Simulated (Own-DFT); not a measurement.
# Misfit strain and the stress it brings: wurtzite AlN, 72 atoms (Al36N36)

The numbers are computed, not measured, by runs of the plane-wave DFT program Own-DFT (in-house, retired, unreviewed) at fixed positions, with no spin and no spin-orbit coupling.

All runs used: PBE; PseudoDojo norm-conserving scalar-relativistic files; cutoff 42 hartree; 3 x 3 x 2 k mesh centred on Gamma; Fermi-Dirac smearing of 0.1 eV.

Limits: forces on such cells moved up to 12 meV/angstrom on a denser k mesh; stress not checked against mesh or cutoff.

Unstrained cell vectors in Å: (9.336, 0.000, 0.000); (-4.668, 8.085, 0.000); (0.000, 0.000, 9.964). The unstrained cell has measured lattice constants (interpolated for alloys), not those of this functional. That, the random moves and any unrelaxed bonds set the pressure at no strain. Each run strains x and y alike by e, as a substrate would, and holds the height along z. All atoms carry random offsets, Gaussian with a width of 0.05 Å per axis. Stress is positive in tension.

```
e (%),u (Å),(s_xx + s_yy)/2 (GPa),s_zz (GPa)
-2.50,0.049,-22.87,-8.44
-2.00,0.049,-17.50,-10.92
-1.25,0.051,-13.42,-7.86
-0.75,0.050,-9.39,-7.75
1.25,0.052,0.76,-2.51
1.50,0.055,1.02,-2.12
1.75,0.050,3.42,-2.12
2.00,0.051,5.56,-5.32
2.25,0.047,?,?
3.00,0.048,9.46,-1.19
```

## Analysis

With e as a fraction, the in-plane stress is -5.7 + 578 e - 2780 e² GPa (errors 17 and 1248, scatter 0.91), and s_zz is -5.9 + 161 e GPa (slope ± 28, scatter 1.58). At e = 0 the first slope is C11 + C12 and the second 2 C13, both with the ions held to the strained lattice and at the cell's own pressure. A free layer would change its height as e changes, and the in-plane slope would drop by 2 C13²/C33 to the biaxial modulus. At fixed height, a misfit of 1 % moves the in-plane stress by about 5.8 GPa and s_zz by 1.6 GPa.

## The run left out

Q: what are the two stresses at e = 2.25 %?

From the fit: 5.9 and -2.3 GPa. The calculation gave 5.73 and -1.00 GPa.
